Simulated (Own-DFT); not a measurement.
# Response to strain: wurtzite GaN, 72 atoms (Ga36N36)

Source: density functional calculations with Own-DFT, an unreviewed in-house program that is no longer used. Nothing was measured or relaxed, and spin and spin-orbit coupling are left out.

All runs used: PBE; PseudoDojo norm-conserving scalar-relativistic files; cutoff 42 hartree; 4 x 4 x 3 k mesh centred on Gamma; Fermi-Dirac smearing of 0.1 eV.

Limits: forces not confirmed at this smearing and k mesh; stress not checked against mesh or cutoff.

Unstrained cell vectors in Å: (9.567, 0.000, 0.000); (-4.784, 8.285, 0.000); (0.000, 0.000, 10.370). The unstrained cell has measured lattice constants (interpolated for alloys), not those of this functional. That, the random moves and any unrelaxed bonds set the pressure at no strain. A uniform strain is put on this cell, atoms riding along. Each atom got a random Gaussian move of width 0.05 Å along each axis. Stress is counted positive in tension, P = -(s_xx + s_yy + s_zz)/3, and strain components are those of the symmetric tensor.

```
run,e_xx (%),e_yy (%),e_zz (%),e_yz (%),e_xz (%),e_xy (%),s_xx (GPa),s_yy (GPa),s_zz (GPa),s_yz (GPa),s_xz (GPa),s_xy (GPa),P (GPa),E (meV/atom)
1,-1.74,0.22,0.50,-0.03,1.29,0.90,-13.44,-8.30,-6.28,0.35,2.11,1.89,9.34,20.0
2,1.15,-0.66,1.16,0.30,1.90,-0.92,-2.82,-8.59,-2.78,-0.08,3.99,-1.85,4.73,22.8
3,1.19,1.43,1.64,0.34,-0.53,0.59,0.75,-0.40,1.17,0.49,-1.22,1.88,-0.51,0.0
4,-0.78,-1.08,0.88,-0.05,-1.35,0.48,-12.30,-10.45,-6.43,-0.67,-2.43,1.97,9.72,31.1
5,-0.38,0.27,0.54,-0.64,1.35,-1.57,-9.61,-6.90,-5.62,-1.92,2.19,-5.95,7.38,31.9
6,0.18,-1.26,-1.08,1.68,-1.71,0.43,-8.54,-15.60,-13.74,3.24,-3.58,1.65,12.63,58.0
7,-0.10,-1.95,-1.40,-0.85,-0.13,-0.61,-12.70,-15.76,-15.61,-0.83,-0.67,-2.14,14.69,34.2
8,-0.49,1.41,-0.64,1.36,0.87,-1.12,-9.45,-2.36,-10.50,2.45,0.95,-4.62,7.44,30.6
9,-1.21,-0.84,1.93,-1.15,-0.56,-1.82,-12.64,-9.77,-0.87,-2.22,-1.18,-5.85,7.76,22.6
10,1.82,-0.07,-1.32,0.22,-1.52,0.87,-2.58,-7.80,-10.53,1.01,-3.44,3.13,6.97,22.2
11,-0.95,0.12,0.47,1.36,-0.93,0.18,-11.53,-7.72,-5.90,3.43,-2.29,0.18,8.38,18.4
12,0.71,-0.07,-1.65,-0.09,-0.34,1.21,-6.95,-6.52,-16.66,-0.74,-2.05,4.10,10.04,35.8
13,1.39,-0.85,1.68,1.79,-0.40,-1.39,-1.98,-9.95,0.49,4.06,-1.26,-4.03,3.81,28.3
14,0.59,-1.83,-1.96,0.71,-0.50,-1.05,-9.20,-16.85,-18.75,1.71,-0.54,-2.30,14.93,69.4
15,0.54,1.94,1.21,0.15,-0.03,0.39,?,?,?,?,?,?,?,?
```

E is the free energy for each atom above the lowest run shown.

## What the rows give

Least squares on the runs shown: each stress against a constant and the strains, taken as fractions with shears doubled. Shear strains stay in the fit of a normal stress only where such slopes are resolved. The slopes, in GPa:

```
stress  at no strain  per e_xx  per e_yy  per e_zz  scatter
  s_xx          -8.1  410 ± 20  119 ± 21   93 ± 16     0.75
  s_yy          -7.6   52 ± 32  409 ± 34   64 ± 27     1.22
  s_zz          -8.0   86 ± 26   84 ± 28  458 ± 22     1.01
```

The slope of each shear stress on twice its own strain, from a fit on all six strains: yz 104 ± 11, xz 99 ± 8, xy 166 ± 8 GPa. These are stiffnesses along x, y and z of the frame in which the cell vectors are given, with the crystal's c axis along z: C11, C12, C13 and C33. Hexagonal symmetry asks that xx and yy behave alike, which is a second check on the noise. These are clamped-ion slopes: internal relaxation, where symmetry allows it, would soften some. Symmetry asks for nearly equal slopes across the diagonal; the mismatch is a measure of noise. A ninth of the table's sum, 197 ± 5 GPa, estimates the bulk modulus near the mean pressure of these runs, 8.4 GPa, so it lies above the value at zero pressure.

## Check

The question: what normal stresses and pressure should run 15 give?

The fitted form gives s_xx = -2.5, s_yy = 1.3, s_zz = -0.4 and P = 0.5 GPa. The hidden result is -2.40, 1.19, -0.51 and P = 0.58 GPa.
